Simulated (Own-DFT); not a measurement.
# Which defects push the lattice out? zincblende GaAs

The numbers are computed, not measured, by runs of the plane-wave DFT program Own-DFT (in-house, retired, unreviewed) at fixed positions, with no spin and no spin-orbit coupling.

Method: PBE; PseudoDojo norm-conserving scalar-relativistic files; cutoff 42 hartree; 3 x 3 x 3 k mesh centred on Gamma; Fermi-Dirac smearing of 0.1 eV.

Limits (not all hold for every row): not probed for a lower state with spin; forces not confirmed at this smearing and k mesh; stress not checked against mesh or cutoff.

All runs share one cell, with vectors in Å (11.737, 0.000, 0.000); (0.000, 11.737, 0.000); (0.000, 0.000, 10.833) and a volume of 1492.4 Å³, strained against the parent crystal. Atoms were moved at random from their sites; u is the rms move along one axis. The defect's site can differ from row to row.

| cell | formula | u (Å) | P (GPa) |
|---|---|---|---|
| no defect | As32Ga32 | 0.0288 | 1.21 |
| no defect | As32Ga32 | 0.0302 | 1.26 |
| no defect | As32Ga32 | 0.0515 | 1.62 |
| one Al on a Ga site | AlAs32Ga31 | 0.0290 | 1.21 |
| one Al on a Ga site | AlAs32Ga31 | 0.0441 | 1.43 |
| one Al on a Ga site | AlAs32Ga31 | 0.0491 | 1.49 |
| one P on an As site | As31Ga32P | 0.0294 | 1.00 |
| one P on an As site | As31Ga32P | 0.0301 | 1.02 |
| one P on an As site | As31Ga32P | 0.0304 | 1.06 |
| one In on a Ga site | As32Ga31In | 0.0497 | 2.11 |
| one In on a Ga site | As32Ga31In | 0.0523 | 2.19 |
| one In on a Ga site | As32Ga31In | 0.0536 | 2.26 |
| one As vacancy and one Ga vacancy | As31Ga31 | 0.0273 | 0.79 |
| one As vacancy and one Ga vacancy | As31Ga31 | 0.0295 | 0.98 |
| one As vacancy and one Ga vacancy | As31Ga31 | 0.0489 | ? |
| one As vacancy and one Ga vacancy | As31Ga31 | 0.0492 | 1.23 |

## Worked fit

P = P0 + c u² + a shift for each defect gives P0 = 1.05 GPa, c = 211 ± 20 GPa/Å² and a scatter of 0.05 GPa. The shifts, and each times the cell's volume:

- one In on a Ga site: 0.56 ± 0.05 GPa, 5.2 eV
- one Al on a Ga site: -0.04 ± 0.04 GPa, -0.4 eV (not resolved)
- one P on an As site: -0.22 ± 0.04 GPa, -2.1 eV
- one As vacancy and one Ga vacancy: -0.34 ± 0.04 GPa, -3.1 eV

A positive shift means that the defect pushes the cell outwards. Shift times volume (160.2 GPa Å³ is 1 eV) depends little on the cell's size, so, taken for each site, it can be compared between cells at like pressure. The atoms around the defects weren't relaxed, which would change these numbers.

## Test on the hidden row

The question: what pressure belongs in the blank (one As vacancy and one Ga vacancy, u = 0.0489 Å)?

The fitted form gives 1.22 ± 0.06 GPa. DFT gave 1.28 GPa.
